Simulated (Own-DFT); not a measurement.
# Computed records: SiGe (diamond-structure random alloy, atoms displaced)

A calculation, not a measurement: plane-wave PBEsol density functional theory by an unreviewed code, no spin, of a simulated periodic cell, stress positive in tension, free energy of the whole cell less one offset for each atom, forces on such cells passed a denser k mesh, this cell's mesh not checked; offsets are fitted by least squares, one for each functional and potential file, so energies compare only between cells with the same atoms and settings and are not formation energies; the far tail of each file's local potential was reset to the Coulomb form; each entry is a single point on an unrelaxed cell, so the pressure reflects the starting lattice, mostly measured values, from which strain is counted, and rises with the displacements; printed positions are rounded, which can move forces by about a meV/angstrom; the program is a retired in-house code; no spin-orbit coupling. Program: Own-DFT development build.

Settings shared by all entries: functional PBEsol; potential files PseudoDojo norm-conserving, scalar-relativistic, made for PBE, standard set; wave cutoff 42 hartree; occupations Fermi-Dirac; smearing width 0.1 eV; hardware one NVIDIA H100; k mesh 3 x 3 x 3 centred on Gamma.

```json
{"entry": 1, "formula": "SiGe", "kind": "diamond-structure random alloy, atoms displaced", "structure": {"cell_angstrom": [[11.089, 0.0, 0.0], [0.0, 11.089, 0.0], [0.0, 0.0, 11.089]], "atoms_fractional": [["Ge", 0.0009, 0.00587, 0.99874], ["Si", 0.99267, 0.24548, 0.25449], ["Ge", 0.25541, 0.00449, 0.24895], ["Si", 0.24702, 0.24748, 1e-05], ["Ge", 0.11729, 0.12691, 0.12275], ["Ge", 0.12648, 0.38319, 0.38075], ["Si", 0.36884, 0.13083, 0.37976], ["Si", 0.37367, 0.36503, 0.12746], ["Ge", 0.99114, 0.99517, 0.48939], ["Si", 0.9904, 0.24941, 0.74683], ["Ge", 0.26004, 0.0011, 0.7572], ["Ge", 0.24744, 0.24861, 0.50591], ["Si", 0.11911, 0.12028, 0.6222], ["Si", 0.123, 0.38215, 0.87075], ["Si", 0.37493, 0.11589, 0.87268], ["Ge", 0.3748, 0.37507, 0.62686], ["Ge", 0.99838, 0.48954, 0.99867], ["Si", 0.99968, 0.75711, 0.25332], ["Ge", 0.24671, 0.49916, 0.24948], ["Ge", 0.25752, 0.74371, 0.99501], ["Ge", 0.11987, 0.62832, 0.11897], ["Ge", 0.12816, 0.88663, 0.37491], ["Si", 0.3715, 0.6201, 0.37436], ["Ge", 0.3758, 0.87193, 0.13044], ["Si", 0.00502, 0.49977, 0.48875], ["Ge", 0.00474, 0.74795, 0.74452], ["Ge", 0.24811, 0.49695, 0.75278], ["Si", 0.23618, 0.76146, 0.49775], ["Si", 0.11328, 0.6253, 0.62299], ["Ge", 0.12379, 0.86657, 0.87339], ["Si", 0.38721, 0.6193, 0.87817], ["Ge", 0.38773, 0.87299, 0.623], ["Ge", 0.49556, 0.99456, 0.00111], ["Si", 0.49728, 0.25002, 0.25754], ["Si", 0.73663, 0.99517, 0.25722], ["Ge", 0.75328, 0.24621, 0.00408], ["Ge", 0.62447, 0.12741, 0.11886], ["Ge", 0.63365, 0.3728, 0.37241], ["Ge", 0.87984, 0.11947, 0.37227], ["Si", 0.87836, 0.37406, 0.12943], ["Si", 0.50314, 0.99595, 0.50798], ["Si", 0.50562, 0.25977, 0.74222], ["Ge", 0.74788, 0.99307, 0.74971], ["Ge", 0.75159, 0.24679, 0.49748], ["Si", 0.61534, 0.12608, 0.62144], ["Ge", 0.61893, 0.37704, 0.87064], ["Ge", 0.86787, 0.12268, 0.86485], ["Ge", 0.8854, 0.36784, 0.62713], ["Si", 0.50399, 0.50056, 0.99602], ["Si", 0.49317, 0.75037, 0.24981], ["Si", 0.74154, 0.50144, 0.24536], ["Ge", 0.75523, 0.75645, 7e-05], ["Si", 0.63293, 0.61941, 0.12679], ["Si", 0.6231, 0.87939, 0.37261], ["Si", 0.86619, 0.62952, 0.37773], ["Ge", 0.88189, 0.87527, 0.12726], ["Si", 0.50868, 0.49527, 0.49385], ["Si", 0.50369, 0.74198, 0.74508], ["Si", 0.75007, 0.49963, 0.75091], ["Ge", 0.74196, 0.74765, 0.49833], ["Si", 0.61226, 0.63426, 0.61225], ["Si", 0.61765, 0.86919, 0.87813], ["Ge", 0.87895, 0.6252, 0.8865], ["Si", 0.87339, 0.87453, 0.62736]]}, "results": {"free_energy_of_cell_above_offsets [eV]": "0.643", "pressure [GPa]": 1.2, "stress_xx [GPa]": -1.05, "stress_yy [GPa]": -1.27, "stress_zz [GPa]": -1.29, "stress_yz [GPa]": 0.26, "stress_xz [GPa]": 0.24, "stress_xy [GPa]": 0.24, "force_element": ["Ge", "Si", "Ge", "Si", "Ge", "Ge", "Si", "Si", "Ge", "Si", "Ge", "Ge", "Si", "Si", "Si", "Ge", "Ge", "Si", "Ge", "Ge", "Ge", "Ge", "Si", "Ge", "Si", "Ge", "Ge", "Si", "Si", "Ge", "Si", "Ge", "Ge", "Si", "Si", "Ge", "Ge", "Ge", "Ge", "Si", "Si", "Si", "Ge", "Ge", "Si", "Ge", "Ge", "Ge", "Si", "Si", "Si", "Ge", "Si", "Si", "Si", "Ge", "Si", "Si", "Si", "Ge", "Si", "Si", "Ge", "Si"], "force_x [eV/angstrom]": [-0.549, 1.1, -0.379, 0.275, 0.94, 0.187, 1.225, 0.189, 0.709, 2.433, -1.723, -0.493, -0.029, -0.129, 1.03, 0.407, 0.248, 0.219, 0.553, -0.138, 0.043, -0.339, 0.06, -0.456, -1.948, -1.481, 0.291, 1.625, 1.682, 0.78, -0.82, -1.815, 0.255, 0.105, 1.74, 0.159, -0.713, -0.705, -2.19, -0.79, -0.222, -0.951, -1.385, 0.333, 1.186, 1.276, 0.595, -1.579, -0.158, 1.28, 2.077, -0.802, -1.637, -1.248, 0.924, -1.042, -1.348, -0.458, 0.043, 0.563, 1.189, 0.461, -0.561, -0.096], "force_y [eV/angstrom]": [-0.902, 1.177, 0.661, 0.212, 0.681, -1.978, -0.798, 0.892, -0.112, -0.957, -1.06, 0.034, -0.086, -2.24, 2.589, 0.449, 0.482, -0.953, 0.185, 0.19, -0.248, -0.811, 0.786, -0.085, 1.149, 0.066, 1.495, -1.765, -0.507, 1.026, 0.323, -0.646, 0.347, -0.295, 1.052, 1.124, -0.696, -0.021, 0.325, -0.183, 0.99, -1.839, 0.095, -0.492, 0.094, -0.106, 0.305, 2.047, -0.648, -1.082, -0.416, -0.493, 1.543, -1.11, -0.799, 0.975, 0.532, 0.467, 0.784, 1.257, -2.05, -0.151, -0.208, -0.594], "force_z [eV/angstrom]": [-0.891, -0.311, -0.148, -0.748, 0.696, -1.182, 0.205, -0.429, 2.283, 1.006, -1.814, 0.005, 0.743, 0.265, 0.842, -0.684, 0.626, 0.375, -0.914, 0.205, 0.753, -0.985, 0.573, -0.611, 1.581, 0.576, -0.474, 0.881, -0.973, 0.297, -1.048, 0.549, -0.283, -0.594, -1.654, -0.816, 1.584, -0.25, -0.664, 0.377, -1.903, 0.799, -0.446, 0.716, 0.461, 0.444, 0.916, -1.365, 1.704, 0.716, 0.687, 0.532, -1.027, 0.76, -1.034, 0.494, 0.196, 1.123, -0.751, 0.14, 0.981, -0.667, -1.711, -0.712], "wall_time [s]": 490.4}}
{"entry": 2, "formula": "SiGe", "kind": "diamond-structure random alloy, atoms displaced", "structure": {"cell_angstrom": [[11.089, 0.0, 0.0], [0.0, 11.089, 0.0], [0.0, 0.0, 11.089]], "atoms_fractional": [["Ge", 0.00212, 0.99002, 0.0011], ["Ge", 0.00157, 0.24621, 0.2435], ["Si", 0.24358, 0.00429, 0.24858], ["Si", 0.24977, 0.24982, 0.99767], ["Ge", 0.12028, 0.12596, 0.13025], ["Ge", 0.12554, 0.37937, 0.37187], ["Ge", 0.37398, 0.13067, 0.36724], ["Ge", 0.37401, 0.38143, 0.1272], ["Si", 0.00197, 0.0047, 0.5028], ["Ge", 0.00024, 0.25228, 0.74816], ["Si", 0.2494, 0.01421, 0.75113], ["Ge", 0.25766, 0.24359, 0.49901], ["Ge", 0.12026, 0.12785, 0.62601], ["Ge", 0.12545, 0.37583, 0.87705], ["Ge", 0.37961, 0.13226, 0.87901], ["Ge", 0.37875, 0.36692, 0.61634], ["Si", 0.99822, 0.50725, 0.99317], ["Si", 0.00301, 0.74308, 0.24907], ["Ge", 0.24982, 0.49966, 0.25055], ["Si", 0.24734, 0.74885, 0.00786], ["Ge", 0.1274, 0.62402, 0.11903], ["Si", 0.12949, 0.87559, 0.38012], ["Si", 0.37668, 0.623, 0.37361], ["Ge", 0.36621, 0.88666, 0.12763], ["Ge", 0.99284, 0.48924, 0.507], ["Ge", 0.0021, 0.74739, 0.74934], ["Ge", 0.23655, 0.49244, 0.75213], ["Si", 0.25367, 0.75086, 0.49019], ["Si", 0.12805, 0.62097, 0.63469], ["Ge", 0.12704, 0.87275, 0.86502], ["Ge", 0.37593, 0.62087, 0.86479], ["Si", 0.37966, 0.87184, 0.62654], ["Si", 0.50238, 9e-05, 0.00303], ["Si", 0.50266, 0.25223, 0.24703], ["Si", 0.75816, 0.9914, 0.24716], ["Ge", 0.7586, 0.24087, 0.99615], ["Ge", 0.61579, 0.12007, 0.12888], ["Si", 0.61746, 0.37826, 0.37348], ["Ge", 0.89023, 0.12616, 0.38461], ["Si", 0.88576, 0.37468, 0.12106], ["Ge", 0.50435, 0.99867, 0.49536], ["Ge", 0.49977, 0.26563, 0.75104], ["Si", 0.75344, 0.99497, 0.7508], ["Si", 0.74571, 0.24806, 0.50064], ["Ge", 0.62939, 0.11565, 0.62695], ["Si", 0.62403, 0.36292, 0.86826], ["Ge", 0.88163, 0.12199, 0.88074], ["Si", 0.87253, 0.37281, 0.63957], ["Si", 0.49576, 0.50143, 0.993], ["Ge", 0.49252, 0.7563, 0.24451], ["Ge", 0.74811, 0.49656, 0.24911], ["Si", 0.7522, 0.75064, 0.0023], ["Si", 0.62367, 0.62228, 0.12319], ["Si", 0.62387, 0.87176, 0.37385], ["Ge", 0.88397, 0.62514, 0.37158], ["Si", 0.88696, 0.87466, 0.12161], ["Si", 0.50556, 0.49489, 0.50386], ["Si", 0.49864, 0.75079, 0.74703], ["Si", 0.74653, 0.49765, 0.74988], ["Si", 0.74644, 0.74409, 0.49434], ["Ge", 0.61833, 0.62369, 0.63087], ["Si", 0.62989, 0.88074, 0.88061], ["Ge", 0.8808, 0.61648, 0.88312], ["Si", 0.87551, 0.87761, 0.62809]]}, "results": {"free_energy_of_cell_above_offsets [eV]": "0.220", "pressure [GPa]": 1.08, "stress_xx [GPa]": -1.1, "stress_yy [GPa]": -1.01, "stress_zz [GPa]": -1.12, "stress_yz [GPa]": 0.42, "stress_xz [GPa]": 0.06, "stress_xy [GPa]": 0.74, "force_element": ["Ge", "Ge", "Si", "Si", "Ge", "Ge", "Ge", "Ge", "Si", "Ge", "Si", "Ge", "Ge", "Ge", "Ge", "Ge", "Si", "Si", "Ge", "Si", "Ge", "Si", "Si", "Ge", "Ge", "Ge", "Ge", "Si", "Si", "Ge", "Ge", "Si", "Si", "Si", "Si", "Ge", "Ge", "Si", "Ge", "Si", "Ge", "Ge", "Si", "Si", "Ge", "Si", "Ge", "Si", "Si", "Ge", "Ge", "Si", "Si", "Si", "Ge", "Si", "Si", "Si", "Si", "Si", "Ge", "Si", "Ge", "Si"], "force_x [eV/angstrom]": [1.008, -0.481, -0.017, -0.129, 1.156, -0.164, 0.658, 0.398, 0.527, -0.078, 0.748, -1.556, 0.829, -0.943, 0.044, -0.779, 1.593, 0.722, 0.125, 0.937, -0.595, -0.824, 0.375, 0.156, 0.75, -0.71, 2.299, 0.148, -0.473, 1.024, -0.687, -1.043, -0.67, -0.483, -0.229, -1.361, 1.902, 1.008, -2.236, -1.119, -0.673, -0.215, 0.228, 0.525, -0.298, 1.556, 0.099, -1.277, 1.181, 0.713, 0.461, 0.067, -0.276, 0.791, -1.157, -1.494, -0.939, 0.346, 0.049, 0.402, 1.083, -0.348, -2.403, -0.254], "force_y [eV/angstrom]": [0.805, 1.324, -0.04, 0.177, -0.671, -1.078, -1.089, -0.93, -1.802, -0.186, -1.352, 0.438, -0.158, -0.836, -0.411, 1.572, -2.144, 1.412, 0.853, 0.678, -0.275, 0.163, -0.01, -0.609, 0.895, -0.248, 0.346, -0.642, 0.667, 0.315, 0.598, 0.842, -0.252, 0.584, 0.455, 1.213, 0.121, -0.905, 0.327, 0.322, -0.22, -2.723, 0.34, 0.528, 1.042, 2.203, -0.965, -0.126, -0.526, -0.781, 0.006, -0.119, 0.443, -0.102, -0.507, -1.321, 0.814, 0.775, -0.052, 0.609, 0.036, -0.948, 1.872, -0.744], "force_z [eV/angstrom]": [-0.558, 1.224, 1.031, 1.102, -1.832, 0.697, -0.277, -0.936, 0.59, 0.991, -0.203, -0.374, -0.347, 1.044, -0.268, 0.51, 1.946, -0.178, 0.174, -1.769, 0.634, -0.747, 0.313, -0.858, 0.308, -0.375, -1.065, 1.75, -2.245, 1.038, 0.869, -0.587, -0.647, 0.223, 0.7, 1.051, 0.184, 0.243, -1.212, -0.306, 0.104, -0.945, 0.606, 0.199, 0.169, 2.028, -1.364, -1.612, 0.164, 0.397, -0.338, 0.303, -0.485, -0.51, 0.7, 1.039, -0.697, 1.056, 0.904, 0.611, -0.703, -0.484, -1.968, -1.008], "wall_time [s]": 488.6}}
{"entry": 3, "formula": "SiGe", "kind": "diamond-structure random alloy, atoms displaced", "structure": {"cell_angstrom": [[11.089, 0.0, 0.0], [0.0, 11.089, 0.0], [0.0, 0.0, 11.089]], "atoms_fractional": [["Si", 0.01336, 0.00279, 0.00019], ["Ge", 0.00816, 0.2531, 0.25554], ["Si", 0.24101, 0.99623, 0.26065], ["Ge", 0.24679, 0.25201, 0.996], ["Ge", 0.12606, 0.12863, 0.12189], ["Si", 0.11579, 0.36325, 0.37946], ["Ge", 0.37983, 0.12309, 0.37453], ["Ge", 0.37836, 0.37984, 0.12572], ["Si", 0.99705, 0.99872, 0.49983], ["Si", 0.00206, 0.24679, 0.75226], ["Ge", 0.24956, 0.99739, 0.747], ["Ge", 0.25002, 0.25331, 0.5006], ["Ge", 0.11812, 0.12732, 0.62486], ["Ge", 0.12229, 0.38328, 0.86387], ["Si", 0.377, 0.1249, 0.88026], ["Ge", 0.37587, 0.37141, 0.6305], ["Ge", 0.00218, 0.50272, 0.0006], ["Ge", 0.99828, 0.74705, 0.25053], ["Ge", 0.24337, 0.49013, 0.24616], ["Si", 0.24026, 0.75208, 0.00687], ["Si", 0.12765, 0.62935, 0.1302], ["Ge", 0.12275, 0.87776, 0.37088], ["Si", 0.3781, 0.62536, 0.37635], ["Si", 0.37869, 0.87937, 0.13122], ["Ge", 0.0036, 0.49447, 0.49242], ["Si", 0.99668, 0.75114, 0.75432], ["Si", 0.2486, 0.50385, 0.75395], ["Ge", 0.25382, 0.75265, 0.50361], ["Ge", 0.11943, 0.61657, 0.62779], ["Ge", 0.11526, 0.86427, 0.88178], ["Ge", 0.37707, 0.61773, 0.87502], ["Si", 0.37574, 0.86727, 0.6298], ["Si", 0.50328, 0.00355, 0.99862], ["Si", 0.49584, 0.25031, 0.24513], ["Ge", 0.74917, 0.00372, 0.24606], ["Si", 0.759, 0.25424, 0.00965], ["Si", 0.6291, 0.12828, 0.1261], ["Si", 0.61437, 0.37065, 0.37669], ["Si", 0.8806, 0.12403, 0.37195], ["Ge", 0.8685, 0.37191, 0.12159], ["Ge", 0.49514, 0.99904, 0.50613], ["Si", 0.49712, 0.24866, 0.74771], ["Ge", 0.7478, 0.00362, 0.75492], ["Si", 0.74118, 0.24935, 0.50803], ["Si", 0.62271, 0.11762, 0.62513], ["Si", 0.617, 0.37465, 0.87174], ["Ge", 0.87309, 0.11885, 0.87393], ["Ge", 0.87288, 0.38473, 0.62828], ["Ge", 0.49518, 0.49381, 0.99982], ["Si", 0.50112, 0.73717, 0.2551], ["Si", 0.74779, 0.5057, 0.25434], ["Si", 0.74729, 0.75313, 0.99772], ["Ge", 0.627, 0.62611, 0.12835], ["Si", 0.61783, 0.88612, 0.37894], ["Si", 0.88039, 0.62389, 0.37991], ["Ge", 0.86704, 0.86684, 0.12066], ["Ge", 0.50056, 0.50188, 0.51059], ["Ge", 0.49876, 0.75373, 0.75362], ["Si", 0.75443, 0.50245, 0.74665], ["Si", 0.76184, 0.75422, 0.49507], ["Si", 0.62108, 0.62998, 0.63224], ["Si", 0.62668, 0.87755, 0.88348], ["Ge", 0.87372, 0.62619, 0.87452], ["Ge", 0.86241, 0.87505, 0.63075]]}, "results": {"free_energy_of_cell_above_offsets [eV]": "-0.055", "pressure [GPa]": 0.98, "stress_xx [GPa]": -0.86, "stress_yy [GPa]": -0.99, "stress_zz [GPa]": -1.09, "stress_yz [GPa]": -0.61, "stress_xz [GPa]": -0.38, "stress_xy [GPa]": -0.21, "force_element": ["Si", "Ge", "Si", "Ge", "Ge", "Si", "Ge", "Ge", "Si", "Si", "Ge", "Ge", "Ge", "Ge", "Si", "Ge", "Ge", "Ge", "Ge", "Si", "Si", "Ge", "Si", "Si", "Ge", "Si", "Si", "Ge", "Ge", "Ge", "Ge", "Si", "Si", "Si", "Ge", "Si", "Si", "Si", "Si", "Ge", "Ge", "Si", "Ge", "Si", "Si", "Si", "Ge", "Ge", "Ge", "Si", "Si", "Si", "Ge", "Si", "Si", "Ge", "Ge", "Ge", "Si", "Si", "Si", "Si", "Ge", "Ge"], "force_x [eV/angstrom]": [-2.165, -2.0, 1.853, 0.654, 0.569, 2.162, -1.055, -0.987, -0.461, -1.08, -0.001, 0.078, 0.482, -0.114, -0.164, -0.752, -0.108, -0.252, -0.026, 1.932, -0.319, -0.747, -0.912, -0.498, -0.635, -0.523, 0.65, -0.551, 0.464, 1.113, -1.094, -0.313, -0.138, 0.773, -0.019, -2.43, -0.533, 0.856, -0.835, 1.706, -0.034, 0.584, -1.179, 0.753, -0.149, 1.607, 1.238, 0.418, 1.517, -0.054, 0.178, -0.334, -0.047, 1.045, -0.572, 1.321, -0.027, 0.597, -1.816, -2.247, 1.59, -0.471, -0.322, 1.824], "force_y [eV/angstrom]": [-0.604, -1.116, 1.207, 0.538, -0.438, 1.386, 0.254, -1.431, -0.028, 0.666, -0.117, -0.587, -0.489, -0.916, -0.071, 0.866, 0.17, -0.077, 0.963, -0.187, -0.723, -0.852, -0.934, -0.562, 0.305, -0.39, -0.38, -0.724, 1.163, 0.91, 1.415, 1.05, 0.012, -0.267, -0.327, -1.596, 0.445, 0.379, 0.314, 1.947, -0.402, -0.993, -0.591, -0.067, 1.112, -0.352, 1.234, -1.836, 0.796, 2.144, -1.048, -1.004, -0.138, -1.7, -0.036, 1.356, 0.085, -0.114, 0.517, -0.397, 0.061, 0.079, 0.08, 0.039], "force_z [eV/angstrom]": [0.106, -1.505, -1.893, -0.262, 1.049, 0.085, -0.3, 0.043, 0.178, -0.181, 0.853, -0.04, -0.391, 0.907, -0.844, 0.14, 0.487, -0.067, 1.455, 0.028, -0.311, 1.589, 0.289, 0.029, 0.625, -0.991, -0.979, -0.533, 0.01, -0.648, 0.601, -0.198, 0.906, 0.263, 0.762, -2.449, -0.565, 0.061, 0.861, 2.072, 0.391, 0.673, -0.196, -1.008, 0.474, 0.01, 1.318, -0.519, -0.146, -0.065, 0.509, -0.227, -0.754, -0.743, -0.619, 0.167, -0.816, 0.671, 1.029, 0.116, -0.812, -0.559, 0.152, -0.29], "wall_time [s]": 496.8}}
{"entry": 4, "formula": "SiGe", "kind": "diamond-structure random alloy, atoms displaced", "structure": {"cell_angstrom": [[11.089, 0.0, 0.0], [0.0, 11.089, 0.0], [0.0, 0.0, 11.089]], "atoms_fractional": [["Ge", 0.98874, 0.99758, 0.0077], ["Ge", 0.00107, 0.2443, 0.24998], ["Ge", 0.25212, 0.00966, 0.25307], ["Ge", 0.24349, 0.25315, 0.99661], ["Si", 0.13096, 0.12716, 0.13651], ["Ge", 0.13025, 0.36818, 0.37842], ["Si", 0.3856, 0.12188, 0.37146], ["Si", 0.36736, 0.38383, 0.12701], ["Si", 0.00464, 0.99466, 0.4938], ["Ge", 0.00286, 0.24687, 0.73608], ["Si", 0.25558, 0.00205, 0.74483], ["Si", 0.25012, 0.24818, 0.49637], ["Ge", 0.12583, 0.11694, 0.6262], ["Ge", 0.1198, 0.36634, 0.87014], ["Si", 0.37094, 0.11862, 0.86788], ["Ge", 0.3773, 0.3663, 0.62456], ["Si", 0.00667, 0.50537, 0.9962], ["Si", 0.99477, 0.74328, 0.2492], ["Si", 0.24659, 0.49929, 0.25605], ["Si", 0.2489, 0.75376, 0.99932], ["Ge", 0.12968, 0.62691, 0.12656], ["Si", 0.12114, 0.87817, 0.36826], ["Si", 0.37726, 0.63083, 0.37444], ["Ge", 0.38039, 0.87082, 0.13453], ["Si", 0.99942, 0.50546, 0.5052], ["Si", 0.00349, 0.75446, 0.74947], ["Ge", 0.25166, 0.49665, 0.75228], ["Ge", 0.25067, 0.74909, 0.50211], ["Si", 0.12529, 0.62909, 0.62939], ["Ge", 0.13267, 0.88714, 0.8759], ["Ge", 0.37846, 0.62514, 0.88266], ["Si", 0.36293, 0.88268, 0.62064], ["Si", 0.50298, 0.99624, 0.99547], ["Si", 0.49907, 0.26096, 0.2509], ["Ge", 0.75533, 0.99903, 0.26085], ["Ge", 0.75017, 0.25496, 0.99567], ["Si", 0.61721, 0.12026, 0.12589], ["Ge", 0.62157, 0.37441, 0.39018], ["Si", 0.86528, 0.13128, 0.3781], ["Si", 0.88958, 0.378, 0.12256], ["Ge", 0.49774, 0.99048, 0.49307], ["Ge", 0.49244, 0.24315, 0.7488], ["Si", 0.74927, 0.00543, 0.75466], ["Si", 0.75777, 0.25454, 0.4992], ["Ge", 0.6272, 0.1225, 0.63267], ["Si", 0.62577, 0.37212, 0.87499], ["Ge", 0.87848, 0.12108, 0.86787], ["Ge", 0.87482, 0.37003, 0.62787], ["Ge", 0.50286, 0.49621, 0.00335], ["Si", 0.49783, 0.74154, 0.25572], ["Ge", 0.75284, 0.49767, 0.25737], ["Ge", 0.75319, 0.74561, 0.00214], ["Ge", 0.62744, 0.62414, 0.13312], ["Si", 0.62639, 0.8742, 0.37586], ["Si", 0.87407, 0.62349, 0.36987], ["Ge", 0.87986, 0.88144, 0.13726], ["Si", 0.50148, 0.49587, 0.49736], ["Ge", 0.49869, 0.75483, 0.75613], ["Si", 0.75376, 0.5005, 0.76519], ["Si", 0.74452, 0.74443, 0.51631], ["Ge", 0.62967, 0.62343, 0.62865], ["Ge", 0.62014, 0.87145, 0.86501], ["Si", 0.87823, 0.62465, 0.87062], ["Ge", 0.87838, 0.88229, 0.61941]]}, "results": {"free_energy_of_cell_above_offsets [eV]": "-0.279", "pressure [GPa]": 0.94, "stress_xx [GPa]": -1.0, "stress_yy [GPa]": -0.98, "stress_zz [GPa]": -0.83, "stress_yz [GPa]": 0.16, "stress_xz [GPa]": 0.03, "stress_xy [GPa]": 0.04, "force_element": ["Ge", "Ge", "Ge", "Ge", "Si", "Ge", "Si", "Si", "Si", "Ge", "Si", "Si", "Ge", "Ge", "Si", "Ge", "Si", "Si", "Si", "Si", "Ge", "Si", "Si", "Ge", "Si", "Si", "Ge", "Ge", "Si", "Ge", "Ge", "Si", "Si", "Si", "Ge", "Ge", "Si", "Ge", "Si", "Si", "Ge", "Ge", "Si", "Si", "Ge", "Si", "Ge", "Ge", "Ge", "Si", "Ge", "Ge", "Ge", "Si", "Si", "Ge", "Si", "Ge", "Si", "Si", "Ge", "Ge", "Si", "Ge"], "force_x [eV/angstrom]": [2.212, -0.44, 0.403, 0.988, -0.856, -1.141, -0.578, 0.345, -0.707, -0.153, -0.619, 0.992, 0.521, -0.269, 0.361, -0.636, -0.372, 0.86, 0.575, 0.578, -0.251, 0.412, -0.513, -0.427, 0.241, -0.066, -0.021, -0.745, -0.138, -0.815, -0.575, 1.482, -0.7, -0.176, -1.554, 0.505, 0.724, 0.946, 1.854, -1.041, 0.337, 1.127, 0.227, -1.404, 0.05, -0.677, -0.202, -0.359, 0.198, 1.184, 0.137, -0.007, -0.165, 0.16, -0.035, -0.899, -1.074, -1.64, -0.547, 1.408, -1.197, 1.953, 0.83, -0.611], "force_y [eV/angstrom]": [1.351, 0.469, -1.247, -0.994, -0.154, 1.067, 1.44, -0.681, 1.159, -0.585, 0.069, -1.352, 0.157, 1.232, 0.293, 1.057, -0.341, 0.603, 0.542, 0.154, -0.031, -0.977, -1.601, 0.344, -0.224, 0.258, 0.336, 0.33, -0.546, -0.904, 0.071, -1.091, 0.16, -0.918, 0.596, -0.81, 0.807, -0.597, -0.578, 0.153, 0.775, 0.343, -1.303, -0.645, 0.167, 0.197, 0.906, 1.832, -0.065, 1.199, -0.929, 0.731, -0.259, -1.69, 0.506, -1.772, 1.455, -0.997, -0.66, 1.27, -1.259, 1.234, 0.548, -0.6], "force_z [eV/angstrom]": [-0.506, 0.37, 0.274, 0.827, -1.943, 0.162, 0.403, -0.007, -0.27, 1.133, 0.405, 0.397, -1.423, 0.027, 1.591, -0.833, -0.057, 0.359, -0.002, 0.468, -0.192, -0.069, 0.703, -1.071, -0.463, 0.163, -0.274, -0.532, -0.06, 0.13, -0.153, 0.227, 0.295, -0.425, -0.591, 1.045, 0.083, -1.601, 0.232, -0.135, 0.918, 0.84, -0.605, 0.945, -1.576, -0.326, 0.715, -0.255, 0.215, -0.131, -0.624, -0.133, -0.332, 0.362, 1.958, -0.347, 1.19, -2.208, -1.26, -2.545, 1.027, 1.837, 0.751, 0.901], "wall_time [s]": 483.5}}
```
